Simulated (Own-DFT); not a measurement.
## Calculated data, GaN (wurtzite, strained, atoms displaced)

All values are calculated (Own-DFT development build). A calculation, not a measurement: plane-wave PBE density functional theory by an unreviewed code, no spin, of a simulated periodic cell, stress positive in tension, free energy of the whole cell less one offset for each atom, forces on such cells passed a denser k mesh, this cell's mesh not checked; offsets are fitted by least squares, one for each functional and potential file, so energies compare only between cells with the same atoms and settings and are not formation energies; the far tail of each file's local potential was reset to the Coulomb form; each entry is a single point on an unrelaxed cell, so the pressure reflects the starting lattice, mostly measured values (interpolated for alloys), from which strain is counted, and rises with the displacements; printed positions are rounded, which can move forces by about a meV/angstrom; the program, named Own-DFT, is a retired in-house code; no spin-orbit coupling.

Settings shared by all entries: functional PBE; potential files PseudoDojo norm-conserving, scalar-relativistic, standard set with the stringent files for Ga; wave cutoff 96 hartree; occupations Gaussian; smearing width 0.01 eV; k mesh 3 x 4 x 3 centred on Gamma.

(1) 
```cif
# cell vector a (Å): 12.7560 0.0000 0.0000
# cell vector b (Å): -4.7835 8.2853 0.0000
# cell vector c (Å): 0.0000 0.0000 10.5774
data_GaN
_symmetry_space_group_name_H-M 'P 1'
_symmetry_Int_Tables_number 1
_cell_length_a 12.7560
_cell_length_b 9.5670
_cell_length_c 10.5774
_cell_angle_alpha 90.000
_cell_angle_beta 90.000
_cell_angle_gamma 120.000
_cell_volume 1117.90
loop_
_atom_site_label
_atom_site_type_symbol
_atom_site_fract_x
_atom_site_fract_y
_atom_site_fract_z
_atom_site_occupancy
Ga1 Ga 0.07616 0.21940 0.99441 1
Ga2 Ga 0.16018 0.10000 0.24655 1
N1 N 0.08082 0.22972 0.18321 1
N2 N 0.16524 0.11998 0.42462 1
Ga3 Ga 0.08887 0.21772 0.50160 1
Ga4 Ga 0.16681 0.10936 0.74799 1
N3 N 0.08315 0.22582 0.68588 1
N4 N 0.16106 0.10427 0.94519 1
Ga5 Ga 0.07911 0.55297 0.99747 1
Ga6 Ga 0.16546 0.44065 0.25318 1
N5 N 0.08140 0.56066 0.18542 1
N6 N 0.16798 0.44504 0.43674 1
Ga7 Ga 0.08580 0.55688 0.49776 1
Ga8 Ga 0.16222 0.44964 0.74677 1
N7 N 0.08023 0.55197 0.68308 1
N8 N 0.16839 0.44688 0.94484 1
Ga9 Ga 0.08678 0.89405 0.99833 1
Ga10 Ga 0.16768 0.77520 0.25616 1
N9 N 0.08404 0.88522 0.18403 1
N10 N 0.16780 0.78138 0.43679 1
Ga11 Ga 0.08506 0.89526 0.50436 1
Ga12 Ga 0.16306 0.76991 0.74238 1
N11 N 0.08476 0.88108 0.67894 1
N12 N 0.16643 0.77495 0.94096 1
Ga13 Ga 0.33561 0.22358 0.99746 1
Ga14 Ga 0.41638 0.10819 0.25510 1
N13 N 0.33466 0.22484 0.19089 1
N14 N 0.42159 0.12264 0.43849 1
Ga15 Ga 0.33379 0.21514 0.50266 1
Ga16 Ga 0.40647 0.10414 0.74013 1
N15 N 0.32637 0.23122 0.68613 1
N16 N 0.41686 0.10231 0.93531 1
Ga17 Ga 0.33578 0.54832 0.00448 1
Ga18 Ga 0.40692 0.43775 0.25275 1
N17 N 0.32854 0.55070 0.19013 1
N18 N 0.41380 0.44613 0.44205 1
Ga19 Ga 0.34182 0.55990 0.49606 1
Ga20 Ga 0.41944 0.44299 0.75459 1
N19 N 0.33374 0.55788 0.68990 1
N20 N 0.41690 0.43559 0.94417 1
Ga21 Ga 0.34167 0.88220 0.00305 1
Ga22 Ga 0.41253 0.78013 0.25410 1
N21 N 0.33546 0.89223 0.18863 1
N22 N 0.42135 0.78312 0.43963 1
Ga23 Ga 0.34009 0.88839 0.49835 1
Ga24 Ga 0.41070 0.77459 0.76080 1
N23 N 0.33121 0.89315 0.68826 1
N24 N 0.41953 0.79092 0.93400 1
Ga25 Ga 0.58513 0.21967 0.00593 1
Ga26 Ga 0.66383 0.11699 0.24515 1
N25 N 0.58211 0.22309 0.19814 1
N26 N 0.66456 0.10744 0.42762 1
Ga27 Ga 0.59075 0.22082 0.50168 1
Ga28 Ga 0.66379 0.10822 0.75417 1
N27 N 0.58104 0.21597 0.69269 1
N28 N 0.66637 0.10228 0.94130 1
Ga29 Ga 0.57883 0.55363 0.00485 1
Ga30 Ga 0.67241 0.44593 0.25173 1
N29 N 0.58833 0.57485 0.18357 1
N30 N 0.66589 0.43720 0.43645 1
Ga31 Ga 0.57461 0.55207 0.49626 1
Ga32 Ga 0.66621 0.44819 0.74904 1
N31 N 0.58209 0.55229 0.68587 1
N32 N 0.66240 0.43523 0.93686 1
Ga33 Ga 0.58339 0.89288 0.00152 1
Ga34 Ga 0.66755 0.78006 0.25332 1
N33 N 0.58485 0.88797 0.18803 1
N34 N 0.67230 0.78084 0.43970 1
Ga35 Ga 0.58065 0.88191 0.49685 1
Ga36 Ga 0.66682 0.77306 0.74299 1
N35 N 0.57905 0.88027 0.68752 1
N36 N 0.67035 0.78114 0.93768 1
Ga37 Ga 0.83601 0.22016 0.00091 1
Ga38 Ga 0.92264 0.12004 0.25012 1
N37 N 0.82719 0.22770 0.19020 1
N38 N 0.91405 0.10428 0.44270 1
Ga39 Ga 0.84409 0.22684 0.49836 1
Ga40 Ga 0.91253 0.11618 0.75707 1
N39 N 0.83089 0.22073 0.69183 1
N40 N 0.91352 0.10969 0.94012 1
Ga41 Ga 0.83216 0.55032 0.99900 1
Ga42 Ga 0.92110 0.44440 0.26107 1
N41 N 0.83472 0.55907 0.18951 1
N42 N 0.91713 0.44303 0.43825 1
Ga43 Ga 0.83991 0.56361 0.50708 1
Ga44 Ga 0.91823 0.44043 0.75557 1
N43 N 0.83199 0.55413 0.68818 1
N44 N 0.91564 0.44311 0.93545 1
Ga45 Ga 0.83138 0.89151 0.99816 1
Ga46 Ga 0.91821 0.77499 0.23954 1
N45 N 0.83746 0.88201 0.19325 1
N46 N 0.91426 0.77911 0.43506 1
Ga47 Ga 0.83344 0.87818 0.50524 1
Ga48 Ga 0.92023 0.77934 0.74872 1
N47 N 0.82359 0.88172 0.68520 1
N48 N 0.92392 0.79102 0.93492 1
_calc_free_energy_of_cell_above_offsets '-5.645'  # eV
_calc_pressure 3.09  # GPa
_calc_stress_xx -4.85  # GPa
_calc_stress_yy -5.07  # GPa
_calc_stress_zz 0.65  # GPa
_calc_stress_yz -0.51  # GPa
_calc_stress_xz 0.67  # GPa
_calc_stress_xy 0.39  # GPa
```

Force:
```tsv
element	x (eV/Å)	y (eV/Å)	z (eV/Å)
Ga	1.285	0.663	0.879
Ga	0.011	1.272	-0.987
N	0.975	-0.926	-0.148
N	1.878	-1.316	1.735
Ga	-2.128	0.879	-0.046
Ga	-1.177	-0.234	0.985
N	-0.082	-0.798	0.779
N	0.457	2.173	-1.703
Ga	0.564	0.763	0.877
Ga	-0.846	0.663	-0.521
N	0.706	-0.729	0.596
N	0.307	0.144	0.441
Ga	0.023	-0.091	-0.194
Ga	1.915	-0.582	0.774
N	-0.415	0.172	-0.017
N	-0.14	-0.321	-1.364
Ga	0.605	-1.747	0.507
Ga	-0.424	0.331	-1.284
N	0.328	-0.01	0.308
N	0.405	0.116	0.725
Ga	-0.325	-0.331	-2.445
Ga	0.494	0.606	1.594
N	-0.811	1.165	1.533
N	0.309	0.216	-1.05
Ga	0.297	-2.253	1.029
Ga	-0.578	0.884	-0.393
N	-0.167	-1.064	-0.554
N	0.522	-1.61	0.426
Ga	-1.302	1.049	-0.683
Ga	0.97	1.734	1.701
N	1.457	-1.1	-0.097
N	-0.614	0.805	0.128
Ga	-0.943	0.732	-0.187
Ga	1.465	1.051	-0.016
N	0.176	1.007	-0.072
N	0.599	-1.319	-1.065
Ga	-2.149	0.005	1.438
Ga	-0.862	0.898	-0.166
N	-0.111	-0.24	-0.023
N	-0.667	1.369	-1.289
Ga	-3.696	1.38	0.449
Ga	1.448	-0.327	-0.651
N	-0.193	-0.452	0.247
N	-0.588	-1.082	-0.841
Ga	-1.408	0.813	0.623
Ga	0.726	0.463	-2.399
N	0.29	-1.812	-1.017
N	2.378	-2.788	1.162
Ga	-0.574	-0.388	-0.459
Ga	1.041	-1.415	0.803
N	-0.821	0.492	-1.825
N	0.828	-0.004	1.54
Ga	-0.267	0.06	0.239
Ga	0.013	-0.756	-0.269
N	-0.581	0.592	-0.782
N	-0.069	1.872	-0.254
Ga	1.509	0.908	-0.389
Ga	-1.262	0.612	0.135
N	-0.046	-2.997	1.07
N	-0.154	1.357	0.637
Ga	2.296	0.412	0.16
Ga	0.361	-1.175	0.261
N	-0.371	-0.311	-0.156
N	0.081	1.027	0.287
Ga	0.991	-1.434	0.402
Ga	0.599	0.992	0.118
N	-1.073	0.32	0.022
N	-1.054	-1.093	-0.176
Ga	1.398	1.686	0.833
Ga	-1.44	-0.015	1.395
N	-0.418	0.56	0.002
N	-1.01	-0.917	-0.599
Ga	-1.405	0.403	0.823
Ga	-1.164	-1.562	0.572
N	1.75	-0.098	-0.607
N	1.044	0.513	-0.599
Ga	-1.548	-1.317	0.498
Ga	0.88	-1.147	-1.356
N	-0.162	0.352	-0.57
N	0.131	0.197	-0.551
Ga	-0.634	0.981	0.211
Ga	-0.869	0.378	-1.897
N	0.775	-1.259	-0.763
N	0.16	0.791	1.033
Ga	-0.817	-0.847	-1.16
Ga	-1.13	0.188	-1.043
N	0.672	0.149	0.623
N	0.099	-0.426	0.396
Ga	0.751	-1.005	1.093
Ga	0.318	0.302	1.46
N	-1.676	1.977	-1.213
N	1.792	-0.31	-0.014
Ga	-0.875	1.268	-0.644
Ga	-0.917	-0.043	0.326
N	2.36	1.372	0.719
N	-0.481	-1.466	-0.056
```

(2) 
```cif
# cell vector a (Å): 12.7560 0.0000 0.0000
# cell vector b (Å): -4.7835 8.2853 0.0000
# cell vector c (Å): 0.0000 0.0000 10.5774
data_GaN
_symmetry_space_group_name_H-M 'P 1'
_symmetry_Int_Tables_number 1
_cell_length_a 12.7560
_cell_length_b 9.5670
_cell_length_c 10.5774
_cell_angle_alpha 90.000
_cell_angle_beta 90.000
_cell_angle_gamma 120.000
_cell_volume 1117.90
loop_
_atom_site_label
_atom_site_type_symbol
_atom_site_fract_x
_atom_site_fract_y
_atom_site_fract_z
_atom_site_occupancy
Ga1 Ga 0.08267 0.21624 0.99985 1
Ga2 Ga 0.16441 0.10481 0.24638 1
N1 N 0.07821 0.21940 0.18492 1
N2 N 0.16628 0.10277 0.44217 1
Ga3 Ga 0.08693 0.22324 0.50299 1
Ga4 Ga 0.16885 0.11382 0.74775 1
N3 N 0.08565 0.21489 0.68690 1
N4 N 0.16639 0.11658 0.94377 1
Ga5 Ga 0.08352 0.55026 0.00400 1
Ga6 Ga 0.17524 0.44200 0.24171 1
N5 N 0.08027 0.54656 0.18379 1
N6 N 0.16302 0.44227 0.43380 1
Ga7 Ga 0.08678 0.55572 0.49956 1
Ga8 Ga 0.16888 0.44599 0.75274 1
N7 N 0.07923 0.55340 0.67859 1
N8 N 0.16272 0.43947 0.93735 1
Ga9 Ga 0.08170 0.89213 0.99779 1
Ga10 Ga 0.16373 0.77418 0.24837 1
N9 N 0.09010 0.88511 0.18656 1
N10 N 0.16695 0.77790 0.43483 1
Ga11 Ga 0.09168 0.89391 0.50648 1
Ga12 Ga 0.17389 0.77506 0.73891 1
N11 N 0.08151 0.88264 0.68292 1
N12 N 0.16837 0.77838 0.93981 1
Ga13 Ga 0.33879 0.22070 0.99378 1
Ga14 Ga 0.41612 0.10911 0.24809 1
N13 N 0.32910 0.21690 0.18016 1
N14 N 0.41309 0.11265 0.44345 1
Ga15 Ga 0.33542 0.22746 0.50061 1
Ga16 Ga 0.41062 0.10931 0.75149 1
N15 N 0.32573 0.21825 0.68863 1
N16 N 0.40937 0.09922 0.93226 1
Ga17 Ga 0.32971 0.56039 0.99498 1
Ga18 Ga 0.41947 0.44746 0.25343 1
N17 N 0.33465 0.54278 0.18856 1
N18 N 0.41958 0.44595 0.44778 1
Ga19 Ga 0.33753 0.55860 0.50080 1
Ga20 Ga 0.41452 0.45517 0.74844 1
N19 N 0.33028 0.55528 0.69632 1
N20 N 0.41488 0.43553 0.93619 1
Ga21 Ga 0.33864 0.90134 0.00076 1
Ga22 Ga 0.42034 0.77991 0.24659 1
N21 N 0.33358 0.88061 0.17890 1
N22 N 0.42011 0.78307 0.44118 1
Ga23 Ga 0.33136 0.88019 0.49395 1
Ga24 Ga 0.41187 0.77310 0.75349 1
N23 N 0.33500 0.89020 0.68506 1
N24 N 0.41321 0.77881 0.94146 1
Ga25 Ga 0.58618 0.22342 0.99810 1
Ga26 Ga 0.67365 0.11622 0.25051 1
N25 N 0.58872 0.21985 0.18625 1
N26 N 0.66875 0.11376 0.44127 1
Ga27 Ga 0.58461 0.22133 0.49876 1
Ga28 Ga 0.66925 0.11936 0.74241 1
N27 N 0.58406 0.22972 0.68731 1
N28 N 0.67317 0.11015 0.93773 1
Ga29 Ga 0.58298 0.55898 0.00209 1
Ga30 Ga 0.67335 0.45465 0.25440 1
N29 N 0.58194 0.55729 0.19870 1
N30 N 0.66784 0.44602 0.44503 1
Ga31 Ga 0.58374 0.56719 0.50383 1
Ga32 Ga 0.66075 0.44243 0.73819 1
N31 N 0.58667 0.56758 0.68971 1
N32 N 0.66965 0.44954 0.94543 1
Ga33 Ga 0.58512 0.88773 0.99513 1
Ga34 Ga 0.66313 0.77497 0.24548 1
N33 N 0.58337 0.88688 0.19069 1
N34 N 0.66005 0.76338 0.44149 1
Ga35 Ga 0.58354 0.89382 0.50257 1
Ga36 Ga 0.66285 0.77978 0.75760 1
N35 N 0.58677 0.88831 0.69130 1
N36 N 0.66080 0.77878 0.92559 1
Ga37 Ga 0.83105 0.21565 0.99595 1
Ga38 Ga 0.91369 0.11459 0.24822 1
N37 N 0.83030 0.22503 0.18726 1
N38 N 0.92222 0.11038 0.43780 1
Ga39 Ga 0.83097 0.21437 0.50718 1
Ga40 Ga 0.92236 0.11146 0.74751 1
N39 N 0.83103 0.21852 0.69136 1
N40 N 0.91571 0.11192 0.93383 1
Ga41 Ga 0.83076 0.55852 0.00103 1
Ga42 Ga 0.92160 0.44277 0.25545 1
N41 N 0.83285 0.54856 0.19087 1
N42 N 0.92725 0.45261 0.43757 1
Ga43 Ga 0.82869 0.55742 0.50035 1
Ga44 Ga 0.92070 0.44803 0.75050 1
N43 N 0.83570 0.55605 0.68804 1
N44 N 0.91894 0.45266 0.94051 1
Ga45 Ga 0.83019 0.88190 0.00663 1
Ga46 Ga 0.91777 0.77933 0.25191 1
N45 N 0.83117 0.88188 0.19095 1
N46 N 0.92340 0.78373 0.43514 1
Ga47 Ga 0.82598 0.88270 0.50822 1
Ga48 Ga 0.91573 0.77687 0.75300 1
N47 N 0.82581 0.89416 0.68430 1
N48 N 0.91923 0.78790 0.93720 1
_calc_free_energy_of_cell_above_offsets '-5.797'  # eV
_calc_pressure 3.23  # GPa
_calc_stress_xx -5.78  # GPa
_calc_stress_yy -4.71  # GPa
_calc_stress_zz 0.81  # GPa
_calc_stress_yz 0.71  # GPa
_calc_stress_xz 0.13  # GPa
_calc_stress_xy -0.28  # GPa
```

Force:
```tsv
element	x (eV/Å)	y (eV/Å)	z (eV/Å)
Ga	-1.113	0.543	0.216
Ga	-0.171	0.344	0.647
N	0.745	-0.362	0.201
N	-0.053	1.958	-1.175
Ga	0.004	-0.377	-0.824
Ga	-0.366	-1.676	1.199
N	-0.919	1.48	0.082
N	1.257	-0.807	-1.441
Ga	-0.787	1.048	-0.754
Ga	-2.079	-0.473	1.155
N	1.031	0.667	0.87
N	1.784	0.287	0.138
Ga	-0.24	0.158	-0.764
Ga	-1.43	-0.956	-0.245
N	1.531	-0.077	1.347
N	0.402	0.187	-0.127
Ga	1.464	-0.279	0.183
Ga	1.245	-0.774	-0.021
N	-2.077	0.297	-0.513
N	0.49	-0.196	-0.009
Ga	-0.988	-1.269	-1.172
Ga	-1.873	-0.151	1.821
N	0.201	0.491	1.731
N	-0.06	-0.075	-0.807
Ga	-1.384	-0.219	0.805
Ga	0.129	0.094	0.221
N	0.892	0.619	0.957
N	1.199	-0.428	-1.021
Ga	-0.433	-0.997	0.352
Ga	0.48	0.306	-1.02
N	1.611	1.482	-0.213
N	1.225	2.84	-0.205
Ga	0.998	-1.258	0.757
Ga	0.254	-1.702	0.349
N	-0.313	2.134	-0.921
N	-0.542	0.182	-1.109
Ga	-1.152	-0.355	-0.087
Ga	1.957	-1.641	0.684
N	-0.263	0.609	-1.603
N	-0.322	1.806	-0.173
Ga	-0.803	-3.045	0.069
Ga	-0.481	-0.768	0.342
N	-0.288	0.603	1.786
N	0.385	-0.887	-0.951
Ga	-0.73	1.415	0.578
Ga	0.606	1.527	-0.005
N	0.75	0	-0.477
N	0.787	0.28	-0.59
Ga	0.234	-0.149	0.199
Ga	-1.044	-0.805	0.327
N	-1.335	0.457	0.34
N	0.076	-0.345	-0.513
Ga	-0.967	0.217	0.034
Ga	-0.348	-1.094	1.318
N	-0.388	-1.706	-0.169
N	-2.095	-0.264	-0.83
Ga	-0.15	-0.642	-0.098
Ga	-0.289	-1.332	0.142
N	0.684	-0.546	-1.635
N	-0.972	-0.263	-0.77
Ga	0.853	-3.038	0.995
Ga	0.775	1.663	1.576
N	-0.587	-1.313	-0.156
N	-1.129	-0.549	-1.293
Ga	-0.992	0.467	0.719
Ga	0.459	0.585	1.62
N	0.319	0.631	-0.886
N	-0.332	4.094	-1.669
Ga	0.821	-0.644	0.322
Ga	1.017	0.445	-2.7
N	-2.013	0.563	-0.563
N	1.271	-0.59	4.167
Ga	0.648	1.784	0.553
Ga	0.472	-0.343	0.703
N	1.302	-0.234	-0.495
N	-1.308	-0.411	0.109
Ga	1.146	1.4	-0.839
Ga	-0.966	-0.214	0.411
N	0.98	1.013	-0.346
N	0.565	-0.724	0.506
Ga	1.343	0.123	0.418
Ga	-0.591	0.136	-0.17
N	0.241	1.248	-0.335
N	-1.839	-1.395	0.433
Ga	2.207	0.771	-0.065
Ga	-0.661	-0.376	0.472
N	-0.872	-0.076	0.063
N	-0.059	-0.939	-0.568
Ga	-0.487	1.094	-1.002
Ga	0.926	-0.543	0.256
N	-0.532	0.719	-0.521
N	-0.812	-0.409	0.852
Ga	1.155	0.471	-1.894
Ga	-0.245	0.313	-0.86
N	1.372	-0.747	1.465
N	-0.417	-1.085	0.117
```
